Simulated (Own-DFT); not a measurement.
## Calculated data, GaN (wurtzite, strained, atoms displaced)

All values are calculated (Own-DFT development build). A calculation, not a measurement: plane-wave PBE density functional theory by an unreviewed code, no spin, of a simulated periodic cell, stress positive in tension, free energy of the whole cell less one offset for each atom, forces on such cells passed a denser k mesh, this cell's mesh not checked; offsets are fitted by least squares, one for each functional and potential file, so energies compare only between cells with the same atoms and settings and are not formation energies; the far tail of each file's local potential was reset to the Coulomb form; each entry is a single point on an unrelaxed cell, so the pressure reflects the starting lattice, mostly measured values (interpolated for alloys), from which strain is counted, and rises with the displacements; printed positions are rounded, which can move forces by about a meV/angstrom; the program, named Own-DFT, is a retired in-house code; no spin-orbit coupling.

Common to all runs: functional PBE; potential files PseudoDojo norm-conserving, scalar-relativistic, standard set with the stringent files for Ga; wave cutoff 96 hartree; occupations Gaussian; smearing width 0.01 eV; k mesh 3 x 4 x 3 centred on Gamma.

(1) GaN (wurtzite, strained, atoms displaced)

```
cell vectors (Å)
  12.7560     0.0000     0.0000
  -4.7835     8.2853     0.0000
   0.0000     0.0000    10.5256
atoms (fractions of the cell vectors)
Ga  0.07824  0.21536  0.00033
Ga  0.16167  0.11280  0.25148
N   0.09029  0.23513  0.18362
N   0.16662  0.10930  0.43507
Ga  0.08599  0.22210  0.50363
Ga  0.16850  0.10807  0.75074
N   0.08147  0.22280  0.68625
N   0.17017  0.11907  0.94881
Ga  0.08195  0.55909  0.99928
Ga  0.17513  0.45424  0.25917
N   0.08229  0.55075  0.18922
N   0.16906  0.44029  0.43314
Ga  0.07883  0.54797  0.49561
Ga  0.17291  0.44569  0.74409
N   0.07585  0.54560  0.68286
N   0.17055  0.44260  0.93734
Ga  0.08009  0.88964  0.99799
Ga  0.16406  0.76823  0.25031
N   0.08330  0.89309  0.19532
N   0.16569  0.77392  0.43981
Ga  0.08468  0.88534  0.50141
Ga  0.17264  0.78039  0.74860
N   0.08685  0.89652  0.68319
N   0.15977  0.77149  0.93138
Ga  0.33613  0.22728  0.99759
Ga  0.40728  0.11201  0.25648
N   0.33496  0.22284  0.19096
N   0.42288  0.11635  0.44150
Ga  0.33101  0.22017  0.50272
Ga  0.42307  0.11733  0.75059
N   0.33504  0.23075  0.67855
N   0.42090  0.10521  0.93928
Ga  0.33183  0.55118  0.99838
Ga  0.41488  0.43350  0.25234
N   0.33344  0.55997  0.19169
N   0.42504  0.45065  0.43325
Ga  0.33124  0.55269  0.50309
Ga  0.41722  0.44759  0.75015
N   0.32679  0.54670  0.69068
N   0.41613  0.44141  0.94339
Ga  0.33442  0.89079  0.99893
Ga  0.41601  0.77660  0.25171
N   0.33295  0.89133  0.18412
N   0.41470  0.78924  0.43788
Ga  0.33227  0.87699  0.49601
Ga  0.41560  0.77545  0.75649
N   0.32752  0.88375  0.68700
N   0.41234  0.77271  0.93471
Ga  0.58214  0.22996  0.98989
Ga  0.66912  0.11007  0.24141
N   0.57946  0.21432  0.19637
N   0.67040  0.11297  0.44369
Ga  0.57905  0.22775  0.50734
Ga  0.67050  0.11578  0.75224
N   0.57613  0.22665  0.68263
N   0.66727  0.10458  0.94235
Ga  0.58884  0.56706  0.00226
Ga  0.67061  0.45806  0.24692
N   0.58554  0.56385  0.18244
N   0.66591  0.44231  0.44233
Ga  0.58262  0.54582  0.50503
Ga  0.67166  0.44708  0.74791
N   0.58630  0.56183  0.69531
N   0.67320  0.43863  0.92964
Ga  0.58375  0.89038  0.99891
Ga  0.66482  0.77061  0.25074
N   0.58600  0.88585  0.18876
N   0.67055  0.77429  0.44692
Ga  0.58670  0.88694  0.50896
Ga  0.66112  0.77489  0.75227
N   0.58378  0.87269  0.68398
N   0.66439  0.77908  0.94128
Ga  0.83199  0.21305  0.00262
Ga  0.91054  0.10568  0.24006
N   0.82624  0.21901  0.19115
N   0.91879  0.10819  0.44108
Ga  0.83026  0.22167  0.49483
Ga  0.91418  0.10446  0.75190
N   0.83966  0.21862  0.68858
N   0.91555  0.11331  0.93256
Ga  0.83400  0.56050  0.98871
Ga  0.91744  0.44523  0.24208
N   0.83021  0.55718  0.19119
N   0.92137  0.44601  0.44037
Ga  0.83869  0.55874  0.50291
Ga  0.91236  0.44170  0.75046
N   0.82446  0.54145  0.69709
N   0.91278  0.43732  0.94172
Ga  0.83438  0.88994  0.00085
Ga  0.92177  0.77466  0.25294
N   0.82989  0.89471  0.18756
N   0.91590  0.77767  0.44885
Ga  0.82938  0.87775  0.50430
Ga  0.91480  0.77327  0.74601
N   0.83125  0.89235  0.68683
N   0.91267  0.77109  0.93826
```

```
free energy of cell above offsets : -4.631 eV
pressure                          : 4.56 GPa
stress xx                         : -6.25 GPa
stress yy                         : -6.17 GPa
stress zz                         : -1.25 GPa
stress yz                         : -0.02 GPa
stress xz                         : 0.3 GPa
stress xy                         : -1.36 GPa
```

Force:
| element | x (eV/Å) | y (eV/Å) | z (eV/Å) |
| --- | --- | --- | --- |
| Ga | 0.072 | 1.81 | 0.035 |
| Ga | 0.374 | 0.543 | -0.188 |
| N | -0.93 | -1.044 | 0.575 |
| N | 0.162 | 0.006 | 0.508 |
| Ga | -0.747 | -0.807 | -0.638 |
| Ga | -0.658 | 1.314 | 0.129 |
| N | 0.874 | -0.468 | 0.794 |
| N | 0.239 | -1.555 | -1.74 |
| Ga | 0.899 | -1.365 | -0.168 |
| Ga | -0.627 | -1.082 | -2.112 |
| N | -0.017 | 0.321 | -0.479 |
| N | -0.304 | 0.414 | 1.933 |
| Ga | 1.242 | 0.583 | 0.952 |
| Ga | -3.052 | -1.366 | 1.592 |
| N | 0.662 | 1.148 | 0.496 |
| N | -1.281 | -0.095 | -0.411 |
| Ga | 0.707 | 0.032 | 0.657 |
| Ga | -0.002 | 1.29 | 0.064 |
| N | 0.603 | -0.719 | -1.244 |
| N | 0.027 | -0.203 | -0.595 |
| Ga | -0.137 | 0.674 | -0.558 |
| Ga | -1.804 | -1.524 | -0.352 |
| N | -0.04 | -1.432 | 1.1 |
| N | 0.293 | 1.329 | 0.867 |
| Ga | 0.575 | -1.001 | 1.188 |
| Ga | 2.457 | -0.535 | -0.041 |
| N | -1.253 | -0.346 | -1.097 |
| N | -1.845 | -1.275 | -0.144 |
| Ga | 0.492 | 0.102 | -1.684 |
| Ga | -1.85 | -1.327 | -0.165 |
| N | 0.318 | -0.715 | 2.509 |
| N | -1.682 | 0.905 | -1.108 |
| Ga | -0.286 | 0.24 | 1.023 |
| Ga | -0.394 | 1.946 | -0.469 |
| N | 1.143 | -0.481 | -0.683 |
| N | -1.289 | -0.667 | 1.078 |
| Ga | 0.722 | 0.686 | -0.666 |
| Ga | 0.442 | -0.291 | 0.434 |
| N | 2.013 | 1.995 | -1.104 |
| N | 0.781 | 1.047 | -1.019 |
| Ga | -0.394 | -1.05 | 0.358 |
| Ga | 0.293 | 0.995 | -0.253 |
| N | -0.291 | -0.522 | 0.55 |
| N | 3.554 | -2.499 | -0.48 |
| Ga | -2.567 | 2.583 | 1.443 |
| Ga | -0.107 | 0.095 | -1.561 |
| N | 2 | 1.212 | -0.201 |
| N | 0.536 | 0.408 | 1.005 |
| Ga | 1.52 | -1.21 | 2.601 |
| Ga | -2.172 | -0.836 | 2.064 |
| N | -0.67 | 1.49 | -1.398 |
| N | -1.474 | -0.728 | -0.557 |
| Ga | 1.912 | -0.792 | -2.196 |
| Ga | 0.255 | -0.598 | -0.624 |
| N | 2.239 | 0.001 | 1.864 |
| N | -0.86 | 1.023 | -1.098 |
| Ga | 0.003 | -1.656 | -0.782 |
| Ga | -0.409 | -2.523 | 0.938 |
| N | -0.017 | -1.594 | 0.58 |
| N | 0.85 | 0.879 | -0.544 |
| Ga | -0.082 | 1.376 | 0.175 |
| Ga | -2.884 | -1.021 | 0.45 |
| N | 0.011 | -1.579 | -0.622 |
| N | -1.757 | 1.282 | 0.698 |
| Ga | -0.703 | -0.848 | 0.936 |
| Ga | -0.325 | 1.494 | 1.219 |
| N | -0.692 | -0.16 | -0.209 |
| N | -1.317 | -0.862 | -1.412 |
| Ga | -0.314 | 0.576 | -2.255 |
| Ga | 2.031 | 0.349 | 0.753 |
| N | -2.736 | 1.933 | 1.644 |
| N | 0.765 | 0.421 | -0.822 |
| Ga | -0.672 | 1.113 | 0.004 |
| Ga | 1.099 | 1.863 | 2.321 |
| N | 1.982 | 1.142 | -1.188 |
| N | -0.343 | -0.07 | -0.861 |
| Ga | 1.623 | -0.236 | 0.719 |
| Ga | 0.572 | 0.873 | -0.909 |
| N | -2.007 | 0.384 | -0.142 |
| N | 0.708 | -1.02 | 1.126 |
| Ga | 0.803 | -1.867 | 1.816 |
| Ga | -0.581 | -0.417 | 1.083 |
| N | 1.203 | 0.454 | -1.144 |
| N | -1.588 | -0.456 | -1.284 |
| Ga | -0.516 | -1.193 | -0.089 |
| Ga | 1.568 | -0.816 | 0.447 |
| N | 2.072 | 2.513 | -1.943 |
| N | 0.182 | 0.412 | -0.165 |
| Ga | -0.442 | -0.099 | -0.07 |
| Ga | -1.475 | 0.535 | 0.51 |
| N | 1.336 | -1.843 | -0.504 |
| N | 0.966 | -0.35 | -1.244 |
| Ga | 0.008 | 2.185 | -0.201 |
| Ga | -0.193 | 0.691 | 0.003 |
| N | 0.636 | -1.575 | 0.996 |
| N | -0.042 | 2.051 | -0.815 |

(2) GaN (wurtzite, strained, atoms displaced)

```
cell vectors (Å)
  12.7560     0.0000     0.0000
  -4.7835     8.2853     0.0000
   0.0000     0.0000    10.5256
atoms (fractions of the cell vectors)
Ga  0.08741  0.23370  0.99272
Ga  0.17141  0.11904  0.25587
N   0.08458  0.23042  0.18461
N   0.16038  0.10312  0.43548
Ga  0.08302  0.21947  0.50086
Ga  0.16479  0.11021  0.75099
N   0.08182  0.22539  0.69149
N   0.17083  0.11325  0.92984
Ga  0.07810  0.55020  0.99569
Ga  0.16768  0.45016  0.24623
N   0.08545  0.55081  0.18619
N   0.16755  0.45413  0.43873
Ga  0.08761  0.55906  0.49550
Ga  0.15651  0.43393  0.74747
N   0.08605  0.55054  0.68433
N   0.17093  0.44587  0.93612
Ga  0.08915  0.88898  0.00191
Ga  0.17082  0.78312  0.24728
N   0.08093  0.89460  0.18977
N   0.16401  0.77436  0.44351
Ga  0.07996  0.88296  0.49743
Ga  0.16046  0.76901  0.74866
N   0.08198  0.89151  0.68516
N   0.17238  0.78451  0.93305
Ga  0.33547  0.22820  0.99913
Ga  0.41940  0.12024  0.24724
N   0.33604  0.22449  0.19262
N   0.42089  0.10309  0.44182
Ga  0.32563  0.21591  0.50021
Ga  0.42109  0.13094  0.75381
N   0.33562  0.21341  0.68595
N   0.41678  0.11145  0.92969
Ga  0.32942  0.55047  0.01197
Ga  0.41421  0.44397  0.24726
N   0.33576  0.54839  0.18934
N   0.40929  0.43816  0.44321
Ga  0.32343  0.54659  0.50012
Ga  0.41986  0.43769  0.75121
N   0.33671  0.55013  0.68737
N   0.40472  0.44599  0.93783
Ga  0.34017  0.89973  0.00055
Ga  0.41887  0.77642  0.25138
N   0.33450  0.88904  0.18949
N   0.41505  0.77886  0.44379
Ga  0.32921  0.89105  0.49449
Ga  0.40655  0.76795  0.74360
N   0.33505  0.89282  0.68795
N   0.41549  0.77488  0.93717
Ga  0.58232  0.23969  0.99135
Ga  0.67402  0.10994  0.24424
N   0.58162  0.22939  0.18631
N   0.66641  0.11746  0.43152
Ga  0.57250  0.21087  0.50348
Ga  0.67413  0.11686  0.75561
N   0.58735  0.21985  0.68669
N   0.67071  0.11360  0.93802
Ga  0.58024  0.55828  0.99835
Ga  0.66839  0.45222  0.25155
N   0.58616  0.55351  0.19143
N   0.67336  0.45729  0.43501
Ga  0.57624  0.55507  0.50567
Ga  0.66933  0.44534  0.74967
N   0.58124  0.56029  0.68407
N   0.66655  0.44085  0.93929
Ga  0.58057  0.88300  0.00931
Ga  0.66225  0.77390  0.25404
N   0.58722  0.88488  0.19050
N   0.67337  0.78346  0.44446
Ga  0.59383  0.88926  0.49550
Ga  0.67248  0.79111  0.75151
N   0.57818  0.88547  0.68727
N   0.66663  0.77715  0.93813
Ga  0.84138  0.22746  0.00022
Ga  0.92320  0.11306  0.24682
N   0.83523  0.22278  0.19077
N   0.92344  0.11427  0.43749
Ga  0.83307  0.21601  0.50428
Ga  0.92172  0.11289  0.74129
N   0.83864  0.22647  0.68568
N   0.91665  0.11793  0.94644
Ga  0.82562  0.55201  0.99860
Ga  0.92148  0.45330  0.25291
N   0.83039  0.55264  0.19407
N   0.90971  0.44389  0.44260
Ga  0.83828  0.55706  0.50343
Ga  0.91982  0.44809  0.74520
N   0.83293  0.55445  0.69072
N   0.91899  0.44305  0.93777
Ga  0.83118  0.88160  0.00347
Ga  0.91825  0.77539  0.25380
N   0.83023  0.89702  0.18482
N   0.91647  0.77030  0.42870
Ga  0.83598  0.89422  0.49433
Ga  0.90903  0.77022  0.75424
N   0.83369  0.88455  0.69035
N   0.92120  0.78562  0.93650
```

```
free energy of cell above offsets : -4.878 eV
pressure                          : 4.17 GPa
stress xx                         : -6.31 GPa
stress yy                         : -5.32 GPa
stress zz                         : -0.89 GPa
stress yz                         : 0.17 GPa
stress xz                         : -0.4 GPa
stress xy                         : 0.06 GPa
```

Force:
| element | x (eV/Å) | y (eV/Å) | z (eV/Å) |
| --- | --- | --- | --- |
| Ga | 0.202 | -1.988 | 0.841 |
| Ga | -0.915 | -0.335 | -1.486 |
| N | 1.321 | -0.258 | 0.129 |
| N | 0.345 | 0.702 | 0.821 |
| Ga | 0.157 | 1.025 | 0.009 |
| Ga | 0.652 | -0.288 | -0.597 |
| N | 1.441 | -1.226 | -1.497 |
| N | -0.491 | 0.019 | 1.654 |
| Ga | 1.35 | 1.366 | 0.374 |
| Ga | 0.697 | -0.813 | 0.96 |
| N | -1.172 | 1.572 | -0.326 |
| N | 0.002 | -2.274 | -1.122 |
| Ga | -1.63 | -0.816 | 0.762 |
| Ga | 2.228 | 2.246 | 0.895 |
| N | -1.188 | 0.495 | -0.099 |
| N | -1.128 | 0.77 | -0.283 |
| Ga | -0.737 | 0.52 | -0.354 |
| Ga | -0.691 | -0.547 | 0.341 |
| N | 1.231 | -0.03 | -0.27 |
| N | -0.15 | 0.75 | -1.69 |
| Ga | -0.336 | -0.06 | 0.635 |
| Ga | 0.914 | 1.726 | -0.427 |
| N | -0.357 | -0.851 | 0.033 |
| N | -0.219 | -1 | 0.912 |
| Ga | -0.24 | -0.797 | 0.121 |
| Ga | 1.226 | -0.969 | 0.975 |
| N | -0.826 | -0.157 | -1.061 |
| N | -3.186 | 0.893 | -1.814 |
| Ga | 1.325 | -0.045 | 0.014 |
| Ga | 2.483 | -3.305 | -1.055 |
| N | -2.735 | 1.573 | -0.66 |
| N | -0.348 | 1.313 | 1.797 |
| Ga | -0.683 | 1.671 | -1.983 |
| Ga | 1.694 | -0.202 | 1.583 |
| N | -1.395 | 1.245 | 0.537 |
| N | 0.274 | 0.134 | -1.129 |
| Ga | 1.576 | 1.748 | 0.853 |
| Ga | -1.416 | 0.798 | -0.389 |
| N | -1.207 | -1.103 | -0.075 |
| N | 2.784 | -0.367 | -0.074 |
| Ga | 0.284 | -1.457 | -0.512 |
| Ga | -0.289 | 0.263 | 0.91 |
| N | 0.242 | 0.52 | -0.343 |
| N | 0.819 | -0.616 | -1.118 |
| Ga | 1.206 | -0.964 | 1.83 |
| Ga | 0.726 | 0.992 | 0.589 |
| N | -0.911 | -0.075 | -0.17 |
| N | -0.053 | 0.012 | 0.764 |
| Ga | 1.388 | -4.306 | 2.13 |
| Ga | -1.761 | 0.754 | 0.564 |
| N | 0.979 | -0.389 | -0.677 |
| N | 0.919 | -0.792 | 0.608 |
| Ga | 2.533 | 2.215 | -0.215 |
| Ga | -0.63 | -1.366 | -0.504 |
| N | -0.556 | 0.859 | 0.698 |
| N | -0.523 | 0.116 | 0.917 |
| Ga | -0.172 | -0.258 | 0.331 |
| Ga | 0.59 | -1.451 | 0.931 |
| N | -1.744 | 0.65 | -1.045 |
| N | -1.103 | -1.065 | 1.252 |
| Ga | 1.254 | -0.275 | -1.214 |
| Ga | -0.859 | -0.196 | -0.815 |
| N | 1.239 | -0.247 | 1.809 |
| N | -1.26 | 3 | -1.66 |
| Ga | -0.235 | 0.845 | -1.904 |
| Ga | 1.563 | 0.101 | 0.188 |
| N | -1.323 | 0.187 | 0.134 |
| N | -0.071 | -1.323 | -1.401 |
| Ga | -2.992 | 0.996 | 1.213 |
| Ga | -1.325 | -1.027 | -0.189 |
| N | 0.917 | 0.884 | -0.094 |
| N | 0.065 | -0.084 | 0.06 |
| Ga | -1.814 | -0.534 | 0.826 |
| Ga | -0.93 | 0.241 | -0.025 |
| N | 0.764 | 1.009 | -0.377 |
| N | -0.779 | -0.208 | -0.176 |
| Ga | -0.941 | 0.782 | -1.348 |
| Ga | -1.412 | -0.993 | 1.971 |
| N | -0.018 | -0.426 | 0.407 |
| N | 1.752 | -1.401 | -1.861 |
| Ga | 1.995 | 1.006 | 0.959 |
| Ga | -0.41 | -1.332 | 0.254 |
| N | 0.745 | 0.784 | -1.686 |
| N | 2.485 | -0.405 | -0.551 |
| Ga | -1.864 | -0.136 | -0.216 |
| Ga | 0.116 | -0.338 | 0.575 |
| N | 0.322 | 0.101 | -0.177 |
| N | -1.435 | 0.684 | -0.797 |
| Ga | -0.138 | 1.48 | -0.304 |
| Ga | -1.113 | 0.297 | -1.739 |
| N | 0.922 | -1.406 | 1.099 |
| N | -0.467 | 1.098 | 2.182 |
| Ga | 1.295 | -0.831 | 0.763 |
| Ga | 1.203 | 1.111 | -0.368 |
| N | -0.055 | 1.021 | -1.008 |
| N | 0.004 | -1.245 | 0.679 |

(3) GaN (wurtzite, strained, atoms displaced)

```
cell vectors (Å)
  12.7560     0.0000     0.0000
  -4.7835     8.2853     0.0000
   0.0000     0.0000    10.5256
atoms (fractions of the cell vectors)
Ga  0.08933  0.23279  0.99888
Ga  0.16868  0.11962  0.24925
N   0.08495  0.22069  0.19752
N   0.16178  0.10403  0.43515
Ga  0.08342  0.22305  0.50036
Ga  0.16261  0.10247  0.75123
N   0.08377  0.22162  0.68489
N   0.16538  0.11233  0.93713
Ga  0.08730  0.56063  0.00010
Ga  0.16498  0.44301  0.25037
N   0.07834  0.54153  0.18891
N   0.17113  0.44409  0.44149
Ga  0.07897  0.54815  0.50103
Ga  0.15595  0.43248  0.74198
N   0.08224  0.55276  0.69069
N   0.16559  0.44765  0.94538
Ga  0.08223  0.89048  0.00300
Ga  0.16440  0.78706  0.24837
N   0.07830  0.88296  0.18587
N   0.16215  0.76947  0.43871
Ga  0.08049  0.87763  0.49589
Ga  0.17149  0.77181  0.74915
N   0.08704  0.89450  0.69561
N   0.16727  0.77857  0.93940
Ga  0.33638  0.22667  0.00113
Ga  0.42062  0.11615  0.25455
N   0.33474  0.22461  0.19241
N   0.41566  0.10917  0.43927
Ga  0.32832  0.21621  0.49023
Ga  0.41611  0.10335  0.74681
N   0.32558  0.22329  0.68463
N   0.42278  0.12091  0.93472
Ga  0.34585  0.57064  0.99477
Ga  0.42129  0.44469  0.25659
N   0.32339  0.54959  0.18960
N   0.41839  0.44332  0.44494
Ga  0.32744  0.55695  0.49886
Ga  0.41656  0.44578  0.75542
N   0.33837  0.55734  0.68654
N   0.41362  0.44095  0.93674
Ga  0.33460  0.88208  0.00665
Ga  0.41152  0.77469  0.24979
N   0.33279  0.89286  0.18739
N   0.41127  0.76946  0.43587
Ga  0.33099  0.88550  0.50040
Ga  0.41812  0.79061  0.74970
N   0.33526  0.88370  0.68924
N   0.41867  0.78054  0.94290
Ga  0.58467  0.22148  0.99204
Ga  0.65753  0.10543  0.25077
N   0.57395  0.21065  0.18350
N   0.66920  0.10894  0.43814
Ga  0.57912  0.22044  0.49990
Ga  0.66550  0.11680  0.75168
N   0.57841  0.21885  0.69641
N   0.66882  0.11680  0.93963
Ga  0.58463  0.55720  0.99635
Ga  0.66758  0.44096  0.24922
N   0.58437  0.54968  0.17964
N   0.66074  0.45338  0.44061
Ga  0.57822  0.55346  0.49530
Ga  0.66961  0.44783  0.75622
N   0.57982  0.55251  0.68765
N   0.66868  0.43506  0.93634
Ga  0.58301  0.88615  0.99140
Ga  0.66686  0.77749  0.24122
N   0.58375  0.88725  0.18940
N   0.66600  0.77943  0.44209
Ga  0.57827  0.88105  0.49923
Ga  0.66674  0.77392  0.75331
N   0.58226  0.89332  0.69062
N   0.66713  0.77108  0.93645
Ga  0.83613  0.22301  0.00884
Ga  0.91505  0.10165  0.25268
N   0.82790  0.21912  0.19321
N   0.91228  0.10626  0.43816
Ga  0.83089  0.23124  0.49529
Ga  0.92042  0.10918  0.75350
N   0.83178  0.22721  0.68861
N   0.91132  0.10170  0.94136
Ga  0.83271  0.56114  0.00062
Ga  0.91122  0.44406  0.25582
N   0.83350  0.55655  0.18860
N   0.92227  0.45128  0.43666
Ga  0.83498  0.55308  0.50106
Ga  0.92148  0.45506  0.73786
N   0.83525  0.55487  0.68880
N   0.91845  0.44093  0.93594
Ga  0.83742  0.89497  0.99758
Ga  0.90966  0.77909  0.25071
N   0.83999  0.89544  0.18871
N   0.91833  0.79169  0.43150
Ga  0.83980  0.88354  0.49466
Ga  0.91210  0.76784  0.75042
N   0.83447  0.88942  0.68743
N   0.91449  0.77849  0.94171
```

```
free energy of cell above offsets : -5.656 eV
pressure                          : 4.09 GPa
stress xx                         : -6.18 GPa
stress yy                         : -6.13 GPa
stress zz                         : 0.04 GPa
stress yz                         : 0.23 GPa
stress xz                         : 0 GPa
stress xy                         : 0.36 GPa
```

Force:
| element | x (eV/Å) | y (eV/Å) | z (eV/Å) |
| --- | --- | --- | --- |
| Ga | -0.318 | -1.189 | 0.95 |
| Ga | 0.569 | -1.411 | 0.219 |
| N | -1.181 | 0.16 | -1.516 |
| N | 0.199 | 0.01 | 0.144 |
| Ga | -0.219 | -0.911 | -0.521 |
| Ga | 0.383 | 1.978 | 0.21 |
| N | -0.254 | -1.057 | 0.244 |
| N | 0.261 | 0.072 | 0.589 |
| Ga | -1.054 | -0.857 | 0.565 |
| Ga | -0.442 | -0.38 | 0.417 |
| N | -0.989 | 1.69 | 0.241 |
| N | -1.939 | -0.61 | -0.537 |
| Ga | 1.62 | 0.694 | 0 |
| Ga | 2.001 | 1.594 | 1.667 |
| N | 0.503 | 0.763 | -1.358 |
| N | 1.196 | 0.525 | -1.727 |
| Ga | 0.28 | 0.032 | -0.616 |
| Ga | 1.016 | -1.828 | 0.028 |
| N | -0.548 | 1.028 | 0.407 |
| N | 0.5 | 0.342 | -0.156 |
| Ga | -0.321 | 1.499 | 1.069 |
| Ga | -1.325 | 0.838 | 0.823 |
| N | 0.008 | -3.018 | -1.533 |
| N | 0.367 | 0.488 | -0.287 |
| Ga | -0.144 | -0.954 | 0.1 |
| Ga | -1.117 | -0.844 | -0.556 |
| N | 0.189 | -0.082 | -0.402 |
| N | 0.015 | -0.523 | -0.04 |
| Ga | -0.37 | 0.479 | 1.832 |
| Ga | -2.029 | 1.329 | 0.632 |
| N | 1.393 | -0.518 | -0.03 |
| N | -0.814 | -1.653 | 0.17 |
| Ga | -1.357 | -2.923 | 1.288 |
| Ga | -1.029 | 0.445 | -0.554 |
| N | 2.319 | 1.008 | -0.586 |
| N | -1.499 | -0.386 | -1.416 |
| Ga | 2.083 | -0.401 | 1.231 |
| Ga | -0.179 | -0.783 | -1.473 |
| N | -1.559 | 0.447 | 0.504 |
| N | 0.498 | 1.074 | 0.571 |
| Ga | -1.246 | 1.647 | -0.72 |
| Ga | 0.385 | -0.268 | -0.235 |
| N | -0.063 | -0.21 | 0.861 |
| N | -0.116 | 1.371 | 0.004 |
| Ga | 0.091 | -0.189 | -0.242 |
| Ga | 2.111 | -2.471 | 0.454 |
| N | -1.705 | 0.767 | -1.131 |
| N | -0.09 | 0.854 | -1.412 |
| Ga | -0.267 | -0.545 | 1.205 |
| Ga | 0.974 | 0.236 | -0.092 |
| N | 1.162 | 1.619 | 0.114 |
| N | -1.838 | 0.122 | -0.112 |
| Ga | 0.818 | 0.445 | 0.769 |
| Ga | 1.116 | -0.227 | 0.031 |
| N | 0.511 | 1.089 | -1.662 |
| N | 0.84 | -1.233 | -0.178 |
| Ga | 0.289 | -1.451 | -0.053 |
| Ga | -0.438 | -0.331 | -0.075 |
| N | -0.245 | 0.561 | 0.892 |
| N | 2.866 | -1.606 | -0.815 |
| Ga | -0.119 | 1.568 | 1.775 |
| Ga | -0.886 | -0.64 | -1.166 |
| N | 0.886 | 0.251 | 0.303 |
| N | -0.783 | 1.983 | 0.461 |
| Ga | 0.746 | 1.26 | 1.159 |
| Ga | 0.171 | -0.156 | 1.2 |
| N | -0.7 | -0.57 | -0.888 |
| N | 0.552 | -0.422 | -1.151 |
| Ga | 0.368 | 0.684 | 0.518 |
| Ga | -0.356 | 0.408 | -1.385 |
| N | 0.594 | -0.223 | -0.084 |
| N | -0.248 | 1.005 | 0.359 |
| Ga | -0.419 | 0.387 | -0.815 |
| Ga | -0.532 | 2.252 | 0.504 |
| N | 0.333 | -0.065 | 0.28 |
| N | 0.169 | 1.026 | 0.274 |
| Ga | 1.352 | -1.694 | 1.097 |
| Ga | -1.35 | 0.155 | -0.528 |
| N | 0.688 | -0.046 | -0.585 |
| N | 0.523 | 2.424 | -0.57 |
| Ga | 1.325 | -1.221 | -0.024 |
| Ga | 1.209 | -0.212 | -1.699 |
| N | -0.488 | 0.003 | 0.219 |
| N | -1.342 | -0.459 | 0.409 |
| Ga | -1.478 | 0.801 | -0.366 |
| Ga | -0.127 | -2.349 | 2.695 |
| N | -0.976 | 0.071 | -1.056 |
| N | -0.532 | 0.868 | -0.051 |
| Ga | -0.246 | -1.532 | 0.85 |
| Ga | 1.622 | -0.462 | -0.583 |
| N | -1.5 | -1.439 | -1.199 |
| N | 2.626 | -3.058 | 0.128 |
| Ga | -3.839 | 1.673 | 1.97 |
| Ga | 0.238 | 2.02 | 0.472 |
| N | 0.25 | -0.541 | 0.015 |
| N | 0.399 | -0.101 | -0.734 |
